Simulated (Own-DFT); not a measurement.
Simulation results for Si47N64 (beta silicon nitride with one vacancy, atoms displaced)

Computed with Own-DFT development build. A calculation, not a measurement: plane-wave PBE density functional theory by an unreviewed code, no spin, of a simulated periodic cell, stress positive in tension, free energy of the whole cell less one offset for each atom, defect cell not probed for a lower state with spin; forces on such cells moved up to 12 meV/angstrom on a denser k mesh; offsets are fitted by least squares, one for each functional and potential file, so energies compare only between cells with the same atoms and settings and are not formation energies; the far tail of each file's local potential was reset to the Coulomb form; each entry is a single point on an unrelaxed cell, so the pressure reflects the starting lattice, mostly measured values (interpolated for alloys), from which strain is counted, and rises with the displacements; printed positions are rounded, which can move forces by about a meV/angstrom; the program, named Own-DFT, is a retired in-house code; no spin-orbit coupling; before rounding, a Quantum ESPRESSO 7.3.1 run of the same cell and cutoff gave forces within 1 meV/angstrom rms on each cell, which checks the program and not the settings.

Common to all runs: functional PBE; potential files PseudoDojo norm-conserving, scalar-relativistic, standard set; wave cutoff 42 hartree; occupations Fermi-Dirac; smearing width 0.1 eV; k mesh 2 x 2 x 4 centred on Gamma.

(1) Si47N64 (beta silicon nitride with one vacancy, atoms displaced)

```xyz
111
Lattice="15.2120 0.0000 0.0000 -7.6060 13.1740 0.0000 0.0000 0.0000 5.8180" Properties=species:S:1:pos:R:3 Si47N64
Si    -1.7245     5.1782     0.8235
Si     0.4542     2.6573     0.7335
Si     1.1905     5.4270     0.6838
Si     5.3258     1.6507     2.0657
Si     3.7315     3.9006     2.1451
Si     2.3482     1.1605     2.1277
N      2.4796     0.2313     0.7166
N      6.1781     1.9092     0.6997
N      2.9579     4.3879     0.6103
N      1.5452     6.4761     2.0822
N     -2.4805     4.6185     2.1495
N      0.9479     2.2591     2.2033
N      0.0820     4.3761     0.7074
N      3.8080     2.1264     2.2120
Si    -1.6360     5.0783     3.7357
Si     0.1999     2.5364     3.7139
Si     1.3058     5.5668     3.6193
Si     5.4929     1.6063     5.1115
Si     3.5809     3.9695     5.0492
Si     2.5464     1.1621     5.2487
N      2.3889     0.1509     3.7404
N      6.2770     2.0408     3.5416
N      2.6797     4.3695     3.4712
N      1.3822     6.2122     5.0204
N     -2.4587     4.6227     5.1241
N      0.9542     2.2340     5.0243
N     -0.0228     4.2337     3.7187
N      3.9356     2.2359     5.2164
Si    -5.3990    11.6465     0.6701
Si    -3.3634     9.1923     0.7603
Si    -2.5159    12.0874     0.7645
Si     1.6118     8.1156     2.3014
Si    -0.2156    10.5431     2.1154
Si    -1.3267     7.8711     2.1400
N     -1.3636     6.7510     0.7012
N      2.5359     8.5004     0.7127
N     -1.0295    10.9277     0.8582
N     -2.3748    12.7115     2.1362
N     -6.1360    11.1870     2.2056
N     -2.7032     8.7935     2.2722
N     -3.7323    10.9631     0.6896
N      0.0780     8.8190     2.2110
Si    -3.6742     9.3566     3.6297
Si    -2.5062    12.0657     3.6138
Si     1.6232     8.0914     5.1212
Si    -0.2623    10.5008     5.2574
Si    -1.3746     7.6848     5.0774
N     -1.3555     6.7588     3.5993
N      2.5167     8.5638     3.7477
N     -0.9402    10.8856     3.6654
N     -2.2311    12.9951     5.0094
N     -6.2165    11.1699     5.0953
N     -2.7221     8.9785     5.0838
N     -3.8398    11.1390     3.6286
N      0.0863     8.7507     5.1122
Si     5.9400     5.0747     0.7036
Si     7.8731     2.6522     0.6939
Si     8.8686     5.4950     0.6967
Si    12.8613     1.4947     2.2932
Si    11.2227     3.8617     2.3258
Si    10.1062     1.1539     2.2138
N     10.0115     0.1747     0.6082
N     13.8277     1.8653     0.5985
N     10.3775     4.4757     0.7460
N      8.9623     6.3269     2.1926
N      5.0432     4.5690     2.2609
N      8.6105     2.0625     1.9948
N      7.6134     4.5162     0.8114
N     11.3602     2.1283     2.1952
Si     5.9221     5.0409     3.7089
Si     7.9103     2.7443     3.7519
Si     9.0004     5.2889     3.5766
Si    12.9306     1.5242     5.0837
Si    11.1904     4.0820     5.1861
Si     9.9572     1.2668     5.1167
N      9.9934     0.3265     3.5349
N     13.9699     1.9826     3.6479
N     10.3122     4.5754     3.7094
N      8.9904     6.4896     5.1617
N      5.1462     4.6536     5.1335
N      8.7614     2.1482     5.0680
N      7.6154     4.3482     3.5821
N     11.2489     2.1717     5.1518
Si     2.1101    11.7283     0.8094
Si     4.1316     9.2723     0.6984
Si     5.2044    12.0761     0.6253
Si     9.1285     8.0637     2.1381
Si     7.4537    10.6035     2.4325
Si     6.1996     7.8046     2.0951
N      6.2233     6.7591     0.6993
N     10.0481     8.3566     0.7648
N      6.6529    10.8549     0.7748
N      5.2713    12.9316     2.1756
N      1.3870    11.3067     2.1280
N      4.8233     8.5695     2.1808
N      3.8466    11.1037     0.8118
N      7.4825     8.7975     2.1900
Si     2.1408    11.8411     3.7060
Si     4.1273     9.2352     3.6396
Si     5.0832    12.1265     3.7293
Si     9.2880     8.1752     5.1598
Si     7.3995    10.6041     5.2523
Si     5.9967     7.6344     5.0785
N      6.0772     6.7594     3.5855
N     10.0637     8.5663     3.5118
N      6.6600    10.9952     3.6044
N      5.2450    12.9412     5.0650
N      1.3171    11.2270     5.0547
N      4.8846     8.7585     5.2243
N      3.8075    10.8820     3.8427
N      7.5606     8.7696     4.9980
```

It finds free energy of cell above offsets 24.482 eV; pressure 12.65 GPa; stress xx -14.01 GPa; stress yy -9.03 GPa; stress zz -14.91 GPa; stress yz -0.56 GPa; stress xz 1.53 GPa; stress xy -2.78 GPa.

Force:
```tsv
element	x (eV/Å)	y (eV/Å)	z (eV/Å)
Si	2.992	-4.441	-2.587
Si	-6.711	1.74	-2.222
Si	8.007	3.088	0.856
Si	2.845	-3.916	4.037
Si	-12.46	-3.687	-1.146
Si	0.49	-1.29	4.876
N	-0.504	-2.192	2.996
N	5.455	2.852	0.958
N	-4.592	1.887	5.224
N	-1.95	-3.085	1.146
N	-0.412	-0.336	3.979
N	3.671	-3.136	0.927
N	-6.867	-3.282	1.142
N	-2.783	1.533	-0.079
Si	3.284	-1.95	-2.621
Si	2.083	4.918	-4.543
Si	0.345	-6.904	-6.056
Si	-1.82	-3.022	-5.554
Si	-0.712	-1.95	-4.455
Si	-0.764	1.668	-7.322
N	0.308	2.499	-1.08
N	0.065	-0.1	1.438
N	1.673	0.018	2.185
N	0.302	6.553	4.705
N	0.457	0.894	1.049
N	6.864	-3.605	5.891
N	-1.33	4.925	-0.869
N	-2.206	0.316	-1.015
Si	0.607	-0.959	1.283
Si	-5.259	2.613	0.909
Si	1.969	-3.075	-7.285
Si	2.876	2.079	-2.389
Si	3.056	-1.021	7.473
Si	1.259	-2.558	1.608
N	-0.146	3.766	1.024
N	-0.689	0.566	1.352
N	-3.574	1.89	-5.109
N	0.972	9.102	3.919
N	-0.377	-0.019	-1.591
N	-0.507	0.043	-0.993
N	-2.138	-1.645	-0.157
N	-0.624	-0.016	-0.405
Si	0.234	2.5	0.202
Si	3.114	-1.485	1.75
Si	1.529	-0.813	1.168
Si	1.025	-0.901	-4.699
Si	1	2.833	-1.422
N	-0.295	1.123	-0.029
N	-0.584	-0.822	-1.697
N	-2.019	1.671	0.431
N	-0.556	0.909	2.605
N	-0.111	-0.102	1.014
N	2.111	-3.574	-1.471
N	-1.447	-3.889	0.294
N	-2.866	-0.51	0.593
Si	1.38	0.289	3.205
Si	-2.156	2.254	-0.264
Si	4.274	2.244	0.397
Si	7.208	-0.77	-3.235
Si	-2.486	1.759	-2.943
Si	-5.077	-0.56	-6.805
N	0.335	2.58	1.904
N	0.926	1.395	4.362
N	-0.627	-0.318	2.659
N	-0.262	0.684	0.579
N	11.63	4.935	-0.66
N	2.021	0.175	5.223
N	-4.178	-6.093	-1.146
N	1.594	4.71	0.928
Si	1.973	0.852	-2.598
Si	-2.232	-3.078	-5.15
Si	-7.411	9.307	0.892
Si	0.798	1.01	-0.122
Si	-1.888	-2.956	-0.725
Si	5.601	-9.083	-0.294
N	-0.063	-2.732	5.729
N	-10.36	-3.971	-0.579
N	9.933	-6.727	0.246
N	-0.121	-2.962	-2.771
N	0.462	-0.578	-1.148
N	-9.94	6.459	0.373
N	-1.697	1.239	1.065
N	6.214	4.387	-0.924
Si	4.184	-1.047	-5.952
Si	-4.299	2.682	4.472
Si	1.417	-2.898	4.803
Si	-0.565	0.052	1.782
Si	6.034	-3.492	-10.43
Si	2.178	-4.727	1.306
N	-0.844	-0.109	0.604
N	4.267	2.817	0.91
N	-5.046	3.729	4.789
N	-0.945	1.319	1.044
N	-2.463	-1.285	5.369
N	-4.421	4.116	0.271
N	-1.541	-2.962	-0.158
N	4.206	1.035	0.202
Si	0.603	-4.188	-1.338
Si	-1.21	-0.346	0.723
Si	1.528	-6.107	-5.871
Si	-3.237	-0.318	-4.472
Si	3.266	-3.142	-6.574
Si	6.616	-0.721	-1.222
N	-0.064	-0.255	0.31
N	-0.923	-0.863	2.494
N	-7.615	4.275	10.56
N	-0.089	4.292	1.015
N	0.243	0.87	2.432
N	-1.203	1.176	-5.174
N	-0.453	3.807	-1.247
N	0.233	0.141	0.915
```

(2) Si47N64 (beta silicon nitride with one vacancy, atoms displaced)

```xyz
111
Lattice="15.2120 0.0000 0.0000 -7.6060 13.1740 0.0000 0.0000 0.0000 5.8180" Properties=species:S:1:pos:R:3 Si47N64
Si    -1.5641     5.0881     0.7406
Si     0.2157     2.6485     0.7191
Si     1.4167     5.4651     0.6750
Si     5.3813     1.3913     2.1489
Si     3.5165     3.9176     2.1327
Si     2.4327     1.1289     2.1379
N      2.3698     0.1818     0.6924
N      6.1802     2.0512     0.7819
N      2.7225     4.4121     0.7352
N      1.3837     6.5013     2.1419
N     -2.4908     4.7011     2.1383
N      0.8584     2.0563     2.2493
N     -0.0774     4.3374     0.7751
N      3.7551     2.2038     2.1824
Si    -1.5815     5.0469     3.7090
Si     0.4507     2.6031     3.6550
Si     1.4129     5.5055     3.6500
Si     5.3452     1.5423     5.0634
Si     3.5959     3.9763     5.0627
Si     2.2914     1.1673     5.1513
N      2.4404     0.2497     3.5787
N      6.2114     1.8836     3.6460
N      2.7227     4.2146     3.6460
N      1.3657     6.3852     5.1107
N     -2.3302     4.4949     5.1234
N      1.0107     2.0761     4.9839
N      0.0793     4.2395     3.6974
N      3.8775     2.2104     5.0715
Si    -5.4672    11.6826     0.6891
Si    -3.6228     9.2737     0.6439
Si    -2.3548    11.9826     0.7339
Si     1.6306     8.1658     2.1229
Si    -0.2289    10.5501     2.0051
Si    -1.3734     7.6946     2.0878
N     -1.5472     6.8964     0.7954
N      2.4751     8.7380     0.6056
N     -1.0901    10.9330     0.7838
N     -2.2866    13.0613     2.1348
N     -6.1054    11.0697     2.3136
N     -2.7930     8.8195     2.2126
N     -3.7498    10.8949     0.6695
N      0.0574     8.8242     2.1607
Si    -5.4588    11.6272     3.5265
Si    -3.4786     9.1629     3.7126
Si    -2.4948    12.1046     3.7435
Si     1.5523     8.1907     5.1020
Si    -0.3291    10.5447     5.0601
Si    -1.4578     7.8689     5.0612
N     -1.3458     6.6994     3.5242
N      2.3445     8.6860     3.6168
N     -1.1145    10.8575     3.5441
N     -2.4736    12.9328     5.1050
N     -6.1343    11.1631     4.9101
N     -2.8000     8.7899     5.0824
N     -3.7318    10.9838     3.6561
N     -0.0112     8.6936     5.1009
Si     5.9243     5.0452     0.8025
Si     7.9250     2.6308     0.7556
Si    12.9984     1.5077     2.0177
Si    11.1847     3.7946     2.1521
Si    10.0351     1.1936     2.1215
N     10.1023     0.1648     0.7538
N     13.8550     2.0511     0.8156
N     10.3938     4.4430     0.6722
N      9.0128     6.3263     2.0636
N      5.1883     4.6886     2.1642
N      8.6757     2.2751     2.0421
N      7.6221     4.3755     0.6895
N     11.3199     2.1309     2.1932
Si     6.0074     5.0290     3.7161
Si     7.9506     2.6205     3.5180
Si     9.1479     5.4298     3.5106
Si    13.0165     1.5605     5.0501
Si    11.2491     3.9155     5.1862
Si    10.0641     1.1719     5.0321
N     10.0721     0.2849     3.4320
N     13.8595     1.8954     3.6589
N     10.4271     4.3786     3.6422
N      8.8293     6.4755     5.0527
N      5.2293     4.6320     5.1193
N      8.7555     2.2519     5.1993
N      7.6517     4.3549     3.7236
N     11.4212     2.1312     4.9990
Si     2.1619    11.6954     0.7363
Si     3.9648     9.1928     0.7412
Si     5.1678    12.1189     0.6487
Si     9.1946     8.1708     2.2277
Si     7.4232    10.6638     2.2269
Si     6.1680     7.7344     2.1114
N      6.2159     6.7319     0.6569
N      9.8653     8.7160     0.7967
N      6.5337    10.9020     0.6978
N      5.3370    12.8978     2.0951
N      1.4204    11.1687     2.0921
N      4.8246     8.6277     2.0324
N      3.7959    11.0382     0.7968
N      7.6295     8.8435     2.1029
Si     2.1369    11.8014     3.6397
Si     4.1187     9.1618     3.5540
Si     5.1987    11.9861     3.6604
Si     9.2310     8.0252     4.8762
Si     7.4136    10.4505     5.1012
Si     6.3008     7.7427     5.1927
N      6.1466     6.8241     3.5663
N     10.1632     8.6400     3.7028
N      6.4423    11.0650     3.6585
N      5.2727    12.9995     4.9735
N      1.5416    11.1518     5.0985
N      4.8285     8.7929     5.1809
N      3.8222    11.0606     3.6603
N      7.5858     8.8081     4.9747
```

It finds free energy of cell above offsets 17.294 eV; pressure 10.46 GPa; stress xx -9.18 GPa; stress yy -9.36 GPa; stress zz -12.85 GPa; stress yz 1.41 GPa; stress xz -0.14 GPa; stress xy 1.46 GPa.

Force:
```tsv
element	x (eV/Å)	y (eV/Å)	z (eV/Å)
Si	-2.262	0.664	0.697
Si	-0.467	0.748	0.84
Si	-3.158	-0.612	2.501
Si	0.389	10.32	0.822
Si	2.887	-1.067	1.613
Si	-0.953	1.319	1.351
N	-0.485	0.089	1.029
N	1.32	-0.785	-1.825
N	0.835	-0.366	-1.586
N	0.83	-3.273	0.094
N	0.512	-1.229	1.793
N	4.834	-2.315	-6.818
N	4.308	1.639	-0.315
N	0.77	-0.36	-0.784
Si	0.708	-2.483	-2.887
Si	-8.692	3.463	-2.191
Si	-1.758	-2.386	-1.371
Si	3.228	-0.661	1.851
Si	1.625	-2.294	1.035
Si	6.768	-2.091	-3.477
N	-0.514	-1.774	1.455
N	2.328	0.782	-1.259
N	-1.077	2.942	-0.95
N	0.944	1.894	-1.03
N	-0.493	0.893	0.121
N	-0.547	0.283	8.267
N	-0.138	4.463	-0.242
N	-5.41	1.084	0.639
Si	2.482	-3.711	-0.965
Si	-2.539	-2.186	4.803
Si	-4.174	1.407	0.609
Si	-0.412	2.067	0.327
Si	4.08	-3.532	8.203
Si	0.444	5.173	6.638
N	0.19	-4.789	-8.218
N	-6.111	-3.436	1.963
N	-0.764	0.964	-6.582
N	-1.147	-10.39	0.642
N	-5.256	-1.377	-10.86
N	1.701	-1.698	-1.881
N	-1.314	5.035	0.455
N	-1.732	-0.271	-0.855
Si	9.172	4.85	7.085
Si	-2.359	5.158	-6.02
Si	0.826	-3.369	-5.379
Si	1.844	-0.858	-1.721
Si	3.004	-1.768	-1.548
Si	2.366	-5.573	-0.082
N	-0.202	3.116	2.732
N	2.229	-0.848	-0.31
N	0.503	2.206	1.332
N	1.231	2.847	3.262
N	-3.668	-0.481	5.796
N	1.599	-0.956	2.863
N	-2.081	-0.294	-0.445
N	-1.604	3.997	0.102
Si	5.545	0.904	-3.177
Si	-6.242	4.318	-5.323
Si	-1.426	-2.14	7.716
Si	-0.368	4.43	-0.953
Si	-1.579	-0.602	-3.354
N	-0.831	2.197	-2.404
N	0.193	-0.126	-5.965
N	0.423	-0.955	2.746
N	0.187	2.453	1.391
N	-4.087	-2.039	4.082
N	3.685	-3.109	6.465
N	-1.614	-0.614	0.382
N	4.855	1.236	-0.749
Si	2.467	2.216	-2.77
Si	-3.14	1.568	4.149
Si	-2.979	1.076	2.672
Si	0.647	-0.376	-0.156
Si	-1.102	-0.407	-2.46
Si	0.157	-1.198	0.919
N	-1.665	-1.94	5.967
N	1.263	1.275	-2.319
N	1.877	-1.499	0.18
N	0.574	-3.762	-2.986
N	-3.315	-0.964	0.442
N	-0.271	-1.776	-4.727
N	-0.164	-0.218	-1.057
N	0.841	2.012	0.916
Si	3.793	-0.555	-0.646
Si	3.916	5.351	-1.917
Si	-0.076	-2.999	-0.483
Si	-0.046	-2.658	-0.828
Si	-2.311	-3.276	-0.814
Si	4.969	-1.997	0.415
N	-0.533	0.384	2.66
N	3.391	-0.08	-3.806
N	1.199	1.665	0.703
N	-0.223	2.826	1.495
N	-2.699	0.324	3.125
N	-2.761	1.917	3.173
N	0.395	-1.465	-0.407
N	-2.255	0.566	1.074
Si	2.504	-3.14	-1.949
Si	-2.01	2.4	2.684
Si	-3.674	4.258	-2.858
Si	-2.022	2.467	5.844
Si	-0.629	1.567	-1.012
Si	-1.158	-0.032	-4.374
N	-0.184	-0.795	2.073
N	-1.462	-0.599	-2.795
N	7.964	-4.916	-0.257
N	-0.387	0.956	3.154
N	-5.056	-0.1	-1.204
N	1.163	-1.15	-3.342
N	-2.144	-2.392	-0.525
N	1.763	-0.66	-0.132
```
